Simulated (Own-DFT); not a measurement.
## Calculated data, Si (diamond silicon, atoms displaced)

A calculation, not a measurement: plane-wave PBE density functional theory by an unreviewed code, no spin, of a simulated periodic cell, stress positive in tension, free energy of the whole cell less one offset for each atom, some atoms lie very close together, k mesh not checked against a denser one; offsets are fitted by least squares, one for each functional and potential file, so energies compare only between cells with the same atoms and settings and are not formation energies; the far tail of each file's local potential was reset to the Coulomb form; each entry is a single point on an unrelaxed cell, so the pressure reflects the starting lattice, mostly measured values (interpolated for alloys), from which strain is counted, and rises with the displacements; printed positions are rounded, which can move forces by about a meV/angstrom; the program, named Own-DFT, is a retired in-house code; no spin-orbit coupling; before rounding, a Quantum ESPRESSO 7.3.1 run of the same cell and cutoff gave forces within 1 meV/angstrom rms on each cell, which checks the program and not the settings. Program: Own-DFT development build.

## Si (diamond silicon, atoms displaced)

```xyz
64
Lattice="10.8620 0.0000 0.0000 0.0000 10.8620 0.0000 0.0000 0.0000 10.8620" Properties=species:S:1:pos:R:3 Si
Si    10.7543     0.3052     0.1529
Si    10.7338     2.6162     2.7767
Si     2.9200     0.0314     2.6846
Si     2.6130     2.6584     0.2652
Si     1.3217     1.3378     1.5246
Si     1.3450     3.9958     4.1041
Si     4.0458     1.1227     4.4906
Si     4.0064     4.1007     1.2073
Si    10.8377    10.7529     5.3433
Si    10.7464     2.5670     8.2133
Si     2.7727     0.2105     8.3165
Si     2.7770     2.6360     5.4059
Si     1.4874     1.2818     6.7306
Si     1.3775     4.2787     9.3300
Si     4.0961     1.3347     9.5154
Si     3.9390     3.9344     6.8358
Si    10.5498     5.5099     0.0792
Si    10.6729     8.1688     2.6884
Si     2.7660     5.4002     2.6976
Si     2.7579     8.2437     0.1199
Si     1.2521     6.7024     1.3139
Si     1.4189     9.4049     4.2026
Si     4.0415     6.8152     3.9689
Si     4.0165     9.2169     0.9488
Si     0.1292     5.1674     5.5317
Si     0.0180     8.1418     8.1374
Si     2.9599     5.3416     8.1110
Si     2.4346     8.1870     5.5743
Si     1.4058     6.6616     6.6660
Si     1.2683     9.2786     9.2911
Si     4.0441     6.7024     9.3358
Si     3.9781     9.5678     6.8433
Si     5.5674     0.2189     0.3317
Si     5.2856     2.4528     2.7086
Si     8.1287    10.7696     2.6445
Si     8.1512     2.8091     0.0272
Si     6.8735     1.4473     1.3089
Si     6.8310     3.8197     4.2161
Si     9.3604     1.3208     4.0069
Si     9.5892     4.1583     1.1937
Si     5.5330     0.3309     5.5755
Si     5.4531     2.6149     8.0345
Si     8.1483    10.7992     8.1491
Si     8.2190     2.4882     5.3544
Si     6.8384     1.2323     6.5882
Si     6.8395     4.0319     9.5075
Si     9.5069     1.1188     9.7390
Si     9.2528     4.0723     6.8644
Si     5.3774     5.2462    10.6563
Si     5.5402     8.0889     2.6323
Si     8.2748     5.7697     2.7103
Si     8.2853     8.3437     0.1015
Si     6.8452     6.8406     1.1888
Si     6.8329     9.4990     3.9503
Si     9.4173     6.7242     4.2722
Si     9.6101     9.7342     1.2274
Si     5.5602     5.4380     5.4668
Si     5.5055     7.9438     8.0831
Si     8.0270     5.4556     8.3258
Si     8.2949     8.4253     5.5167
Si     6.6239     6.9873     6.9452
Si     6.4678     9.7083     9.5882
Si     9.3813     6.9335     9.2494
Si     9.4805     9.4192     6.5886
```

Settings of this run: functional PBE, potential files PseudoDojo norm-conserving, scalar-relativistic, standard set, wave cutoff 20 hartree, occupations Fermi-Dirac, smearing width 0.1 eV and k mesh 3 x 3 x 3 centred on Gamma.

It finds free energy of cell above offsets 21.845 eV; pressure 6.9 GPa; stress xx -8.32 GPa; stress yy -6.02 GPa; stress zz -6.35 GPa; stress yz -2.85 GPa; stress xz -2.89 GPa; stress xy -4.03 GPa.

Force:
```csv
element,x (eV/Å),y (eV/Å),z (eV/Å)
Si,5.758,-3.353,1.451
Si,0.639,1.758,-0.637
Si,-0.715,-1.926,0.611
Si,-0.026,0.802,-3.5
Si,0.558,-0.055,1.022
Si,0.897,-0.958,-1.515
Si,-2.37,1.759,-5.606
Si,0.882,-0.754,2.08
Si,0.633,1.493,0.107
Si,0.746,0.961,-0.4
Si,-2.116,-3.6,-1.921
Si,-1.665,1.192,0.195
Si,-2.143,0.18,0.549
Si,-1.768,-1.972,2.081
Si,1.809,1.981,3.236
Si,2.92,-0.184,-1.605
Si,4.06,3.671,-5.104
Si,1.46,-0.233,0.753
Si,-1.14,-0.074,-0.305
Si,-10.66,-8.756,-8.017
Si,0.223,0.853,0.956
Si,-1.791,1.776,-4.172
Si,0.561,0.327,1.587
Si,10.94,9.318,8.829
Si,-2.501,1.146,0.372
Si,-1.79,-2.399,-4.182
Si,-3.258,0.765,-0.892
Si,4.306,-0.393,-0.247
Si,-0.69,-1.164,2.867
Si,3.347,4.355,3.875
Si,1.103,1.757,2.59
Si,0.817,-0.12,0.352
Si,-4.466,-3.235,-3.773
Si,0.099,1.636,0.898
Si,0.092,1.13,-0.606
Si,0.78,-0.725,-0.611
Si,2.116,1.751,3.32
Si,-0.956,1.732,-2.138
Si,1.949,-2.329,-0.745
Si,-2.75,-3.353,4.888
Si,-3.091,-9.282,-2.995
Si,0.449,0.198,0.422
Si,-0.499,-0.611,0.107
Si,-0.612,2.597,2.158
Si,6.201,4.484,7.009
Si,-1.095,-1.664,-0.667
Si,-4.342,4.271,-5.261
Si,1.516,-1.13,-0.144
Si,0.144,2.015,0.974
Si,-1.442,0.007,-0.501
Si,-1.629,-3.294,-1.258
Si,-1.774,-0.602,-2.542
Si,-0.158,-0.646,0.045
Si,-0.955,0.38,1.576
Si,2.001,1.225,0.87
Si,-0.607,-2.083,2.427
Si,-1.299,-0.369,-0.166
Si,-7.121,7.614,6.74
Si,-0.349,0.75,-2.546
Si,-7.418,-6.732,-5.507
Si,7.821,-5.993,-7.147
Si,2.157,-1.437,-0.803
Si,0.208,0.093,3.308
Si,6.004,5.453,7.263
```
